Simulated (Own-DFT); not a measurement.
# One host, several defects: C11b WSi2

Everything here is calculated. The program is Own-DFT (plane waves, in-house, since retired, never reviewed by a person); positions were held fixed, and spin and spin-orbit coupling were off.

Common settings: PBE; PseudoDojo norm-conserving scalar-relativistic files; cutoff 50 hartree; 5 x 5 x 5 k mesh centred on Gamma; cold (Marzari-Vanderbilt) smearing of 0.2 eV.

Caveats: forces on such cells failed a check on a denser k mesh; stress not checked against mesh or cutoff.

All runs share one cell, with vectors in Å (-2.148, -5.953, 3.409); (-6.444, 2.976, 1.136); (-2.553, -2.948, -6.757) and a volume of 403.2 Å³. Atoms were moved at random from their sites; u is the rms move along one axis. The defect's site can differ from row to row.

```
cell,formula,u (Å),P (GPa)
no defect,Si20W10,0.0207,4.33
no defect,Si20W10,0.0521,6.51
no defect,Si20W10,0.0544,6.70
one W on a Si site,Si19W11,0.0271,10.35
one W on a Si site,Si19W11,0.0307,?
one W on a Si site,Si19W11,0.0495,10.38
one W on a Si site,Si19W11,0.0509,11.07
one Si vacancy,Si19W10,0.0301,3.04
one Si vacancy,Si19W10,0.0549,5.13
one Si vacancy,Si19W10,0.0552,4.63
one Si on a W site,Si21W9,0.0264,6.05
one Si on a W site,Si21W9,0.0294,6.22
one Si on a W site,Si21W9,0.0563,8.38
```

## Fit

P = P0 + c u² + a shift for each defect gives P0 = 4.21 GPa, c = 805 ± 116 GPa/Å² and a scatter of 0.42 GPa. The shifts, and each times the cell's volume:

- one W on a Si site: 4.84 ± 0.34 GPa, 12.2 eV
- one Si on a W site: 1.40 ± 0.34 GPa, 3.5 eV
- one Si vacancy: -1.82 ± 0.34 GPa, -4.6 eV

A positive shift means that the defect pushes the cell outwards. Shift times volume (160.2 GPa Å³ is 1 eV) depends little on the cell's size, so, taken for each site, it can be compared between cells at like pressure. The atoms around the defects weren't relaxed, which would change these numbers.

## Check

Question: what pressure belongs in the blank (one W on a Si site, u = 0.0307 Å)?

The fit gives 9.81 ± 0.49 GPa. The run itself gave 9.54 GPa.
